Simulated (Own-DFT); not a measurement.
## Calculated data, Hf$_{36}$O$_{71}$ (tetragonal hafnia with one neutral oxygen vacancy, atoms displaced)

Computed with Own-DFT development build. A calculation, not a measurement: plane-wave PBE and HSE06 DFT by an unreviewed code, no spin, of a simulated cell at Gamma alone, so results move with cell size and shape, stress positive in tension, energies less offsets, not probed for a lower state with spin; hafnium file: forces about 75 meV/angstrom off all-electron values; oxygen file: force components 24 meV/angstrom off all-electron in a glass; k mesh not checked against a denser one; forces and stress are PBE's, HSE06 gives the energy alone, and its difference from PBE has offsets of its own; offsets are fitted by least squares, one for each functional and potential file, so energies compare only between cells with the same atoms and settings and are not formation energies; the far tail of each file's local potential was reset to the Coulomb form; each entry is a single point on an unrelaxed cell, so the pressure reflects the starting lattice, taken from the Materials Project, from which strain is counted, and rises with the displacements; printed positions are rounded, which can move forces by about a meV/angstrom; the program is a retired in-house code; no spin-orbit coupling.

## Hf$_{36}$O$_{71}$ (tetragonal hafnia with one neutral oxygen vacancy, atoms displaced)

```
cell vectors (Å)
  10.7800     0.0000     0.0000
   0.0000    10.7800     0.0000
   0.0000     0.0000    10.4493
atoms (fractions of the cell vectors)
Hf  0.00137  0.99622  0.99621
Hf  0.16247  0.16451  0.24888
O   0.99873  0.16530  0.14381
O   0.16300  0.00365  0.34290
O   0.00154  0.16859  0.40921
O   0.17700  0.99532  0.09880
Hf  0.99510  0.00094  0.50522
Hf  0.17174  0.16390  0.74823
O   0.00032  0.15967  0.65167
O   0.16916  0.98563  0.84578
O   0.99694  0.16572  0.89660
O   0.17092  0.00432  0.60330
Hf  0.00155  0.33143  0.00710
Hf  0.17514  0.49184  0.24542
O   0.99669  0.50276  0.15547
O   0.16546  0.32680  0.34849
O   0.00620  0.48905  0.40985
O   0.16918  0.33512  0.10093
Hf  0.99702  0.33262  0.50319
Hf  0.17194  0.49791  0.74860
O   0.99721  0.50131  0.65989
O   0.15878  0.32803  0.84541
O   0.99734  0.49577  0.90592
O   0.16509  0.32906  0.59938
Hf  0.00685  0.66327  0.00460
Hf  0.16760  0.83810  0.25043
O   0.00375  0.83860  0.15127
O   0.16605  0.66704  0.34259
O   0.99553  0.83113  0.40325
O   0.15565  0.66236  0.10226
Hf  0.99362  0.66922  0.49723
Hf  0.16636  0.82728  0.74513
O   0.99573  0.83415  0.66581
O   0.16994  0.65938  0.83963
O   0.00158  0.83338  0.91049
O   0.18056  0.66401  0.58927
Hf  0.33103  0.99657  0.99723
Hf  0.49287  0.17303  0.25863
O   0.33656  0.16488  0.15392
O   0.49357  0.99805  0.33999
O   0.33673  0.16250  0.40009
O   0.50417  0.99702  0.09645
Hf  0.33601  0.00387  0.50331
Hf  0.48495  0.16416  0.75246
O   0.33105  0.16017  0.65293
O   0.49314  0.99956  0.84251
O   0.32822  0.15812  0.89641
O   0.50473  0.00596  0.59498
Hf  0.33342  0.33611  1.00000
Hf  0.50189  0.49696  0.24840
O   0.33680  0.49741  0.15550
O   0.50043  0.33067  0.33995
O   0.32789  0.50243  0.40178
O   0.49352  0.33645  0.09609
Hf  0.33657  0.33464  0.49859
Hf  0.49664  0.48617  0.75547
O   0.32969  0.51022  0.65577
O   0.50143  0.34542  0.85582
O   0.33527  0.49401  0.90043
O   0.49640  0.33184  0.59451
Hf  0.33753  0.65724  0.00715
Hf  0.48691  0.82944  0.25226
O   0.33721  0.83336  0.14663
O   0.50013  0.66144  0.34232
O   0.33848  0.83383  0.40351
O   0.50332  0.67063  0.09589
Hf  0.33910  0.66540  0.50277
Hf  0.49427  0.84088  0.74438
O   0.32935  0.83644  0.65619
O   0.49280  0.66278  0.85080
O   0.33659  0.83554  0.89247
O   0.49999  0.66186  0.59229
Hf  0.66967  0.00220  0.99779
Hf  0.83199  0.16622  0.24879
O   0.67241  0.16929  0.14549
O   0.83103  0.99603  0.33949
O   0.66500  0.18065  0.40446
O   0.83479  0.00046  0.09310
Hf  0.66820  0.99469  0.50128
Hf  0.83439  0.16372  0.75292
O   0.66929  0.15819  0.64502
O   0.83340  0.00146  0.85233
O   0.66940  0.16838  0.90367
O   0.84101  0.00378  0.59923
Hf  0.66612  0.34299  0.99560
Hf  0.83684  0.49648  0.25759
O   0.66740  0.50542  0.15389
O   0.83447  0.32909  0.33907
O   0.67051  0.50357  0.40197
Hf  0.66975  0.32238  0.50114
Hf  0.83224  0.50583  0.75007
O   0.66671  0.49909  0.65229
O   0.82623  0.32643  0.84347
O   0.66952  0.49251  0.89818
O   0.82840  0.32958  0.61030
Hf  0.66751  0.67422  0.99731
Hf  0.82083  0.82405  0.25503
O   0.66586  0.82799  0.14688
O   0.83111  0.67279  0.34719
O   0.67019  0.83382  0.40418
O   0.83605  0.66774  0.09712
Hf  0.66471  0.66429  0.50472
Hf  0.83403  0.82918  0.74984
O   0.66814  0.83068  0.65309
O   0.83136  0.65768  0.85250
O   0.66949  0.84390  0.90275
O   0.83047  0.66976  0.59692
```

Settings of this run: first functional PBE, second functional HSE06, exact exchange share 0.25, screening 0.11 1/bohr, exchange divergence Gygi-Baldereschi, potential files PseudoDojo norm-conserving, scalar-relativistic, made for PBE, standard set, wave cutoff 48 hartree, occupations fixed and k mesh 1 x 1 x 1 centred on Gamma.

Results for Hf$_{36}$O$_{71}$ (tetragonal hafnia with one neutral oxygen vacancy, atoms displaced): PBE energy of cell above offsets -95.349 eV; HSE06 less PBE above offsets 0.141 eV; PBE pressure 3.46 GPa; PBE stress xx -2.73 GPa; PBE stress yy -3.69 GPa; PBE stress zz -3.96 GPa; PBE stress yz 0.12 GPa; PBE stress xz -0.3 GPa; PBE stress xy 0 GPa.

Force:
| element | x (eV/Å) | y (eV/Å) | z (eV/Å) |
| --- | --- | --- | --- |
| Hf | -0.569 | 0.491 | 0.765 |
| Hf | 0.353 | -0.001 | -0.518 |
| O | 0.424 | 0.588 | 0.976 |
| O | 0.212 | -0.613 | 0.999 |
| O | -0.353 | -0.751 | -0.899 |
| O | -1.517 | 0.524 | 0.005 |
| Hf | 1.831 | 0.658 | -0.83 |
| Hf | -2.926 | -0.721 | 0.82 |
| O | 0.448 | 0.222 | 0.172 |
| O | -0.318 | 1.939 | 0.229 |
| O | 0.609 | -0.001 | 0.837 |
| O | -0.674 | -0.626 | -1.235 |
| Hf | -1.382 | -0.137 | -1.581 |
| Hf | -2.228 | 1.188 | 1.776 |
| O | 0.84 | -1.038 | 0.456 |
| O | 0.628 | 0.424 | -0.217 |
| O | -0.861 | 2.366 | -0.68 |
| O | 0.137 | 0.273 | -0.125 |
| Hf | 0.005 | -1.036 | 1.479 |
| Hf | -2.121 | -0.847 | 0.183 |
| O | 0.856 | 0.363 | -0.804 |
| O | 1.068 | 0.644 | 0.366 |
| O | 0.25 | 0.003 | 0.516 |
| O | 1.133 | 0.172 | -0.369 |
| Hf | -2.719 | 0.119 | -0.865 |
| Hf | -1.153 | -0.832 | -0.507 |
| O | -0.224 | -0.038 | 0.996 |
| O | -0.105 | -0.188 | -0.251 |
| O | 0.467 | 0.506 | 0.924 |
| O | 3.876 | -0.309 | -0.074 |
| Hf | 1.842 | -0.992 | -0.2 |
| Hf | 0.341 | 0.019 | 1.425 |
| O | 1.005 | -0.478 | -1.95 |
| O | -0.184 | 0.826 | 1.066 |
| O | -0.278 | -1.541 | -1.063 |
| O | -3.559 | 0.653 | 0.75 |
| Hf | 1.506 | -0.971 | 0.267 |
| Hf | 1.157 | -3.052 | -3.053 |
| O | -0.994 | 0.446 | -0.172 |
| O | 0.733 | 0.495 | 1.26 |
| O | 0.152 | 1.25 | 0.754 |
| O | -0.756 | 0.053 | -0.654 |
| Hf | -0.585 | -1.068 | -0.732 |
| Hf | 3.262 | 0.016 | 0.498 |
| O | 0.75 | 0.45 | -1.219 |
| O | 0.342 | 0.748 | -0.279 |
| O | 0.513 | 2.043 | 0.067 |
| O | -1.061 | -0.632 | 0.305 |
| Hf | -0.255 | -1.789 | 0.158 |
| Hf | 1.61 | 0.499 | 0.089 |
| O | -0.103 | 0.735 | -1.476 |
| O | -0.564 | 2.302 | 1.981 |
| O | 0.369 | -1.396 | 0.079 |
| O | 0.842 | 0.128 | 0.086 |
| Hf | -1.934 | 0.198 | -0.607 |
| Hf | 1.102 | 4.696 | -2.189 |
| O | 1.701 | -1.365 | -0.674 |
| O | -0.713 | -4.895 | 0.569 |
| O | -0.696 | 0.561 | 0.604 |
| O | 0.125 | -0.075 | 0.761 |
| Hf | 0.08 | 1.985 | -1.671 |
| Hf | 2.104 | 0.76 | -0.845 |
| O | -1.556 | -0.903 | -0.032 |
| O | -0.139 | 0.365 | 0.438 |
| O | -0.138 | 0.264 | 0.066 |
| O | -1.054 | -0.716 | 0.134 |
| Hf | -0.447 | 0.15 | -1.494 |
| Hf | 0.137 | -1.805 | 1.579 |
| O | 1.391 | 0.204 | -1.607 |
| O | 0.545 | 0.147 | -0.547 |
| O | 0.03 | -1.459 | 1.381 |
| O | 0.407 | 0.792 | 0.763 |
| Hf | 0.347 | 1.372 | 1.433 |
| Hf | -0.35 | -1.289 | -1.661 |
| O | -0.641 | 0.653 | 1.5 |
| O | -0.221 | 0.928 | 1.357 |
| O | -0.072 | -4.71 | -2.018 |
| O | -0.021 | -0.016 | 0.173 |
| Hf | 1.05 | 1.33 | -0.149 |
| Hf | -0.112 | 0.481 | 0.092 |
| O | -1.13 | 0.381 | 0.779 |
| O | 0.288 | -1.245 | -1.001 |
| O | -1.092 | 0.208 | -0.562 |
| O | -2.257 | -0.991 | -0.111 |
| Hf | 1.441 | -2.634 | 1.329 |
| Hf | -0.816 | 0.651 | -1.452 |
| O | 0.109 | -0.789 | -0.176 |
| O | 0.086 | 0.577 | 1.024 |
| O | -0.037 | -1.195 | 0.227 |
| Hf | 0.598 | 3.66 | 2.462 |
| Hf | -0.28 | -2.674 | 0.426 |
| O | -0.675 | 0.423 | 0.176 |
| O | 0.328 | 1.571 | 1.166 |
| O | -0.31 | 2.669 | -0.117 |
| O | 0.869 | 0.083 | -2.113 |
| Hf | 0.84 | -0.06 | 0.274 |
| Hf | 1.331 | 2.375 | -2.929 |
| O | -0.579 | -0.28 | 0.783 |
| O | 0.767 | -2.913 | 1.663 |
| O | -0.454 | -0.511 | 0.07 |
| O | -0.282 | 0.241 | 0.073 |
| Hf | -0.217 | -0.559 | -0.647 |
| Hf | -1.082 | 0.544 | 2.089 |
| O | -0.46 | 0.603 | -0.369 |
| O | -0.373 | 2.494 | -0.364 |
| O | -0.258 | -2.307 | -1.006 |
| O | 0.643 | -0.061 | 0.416 |
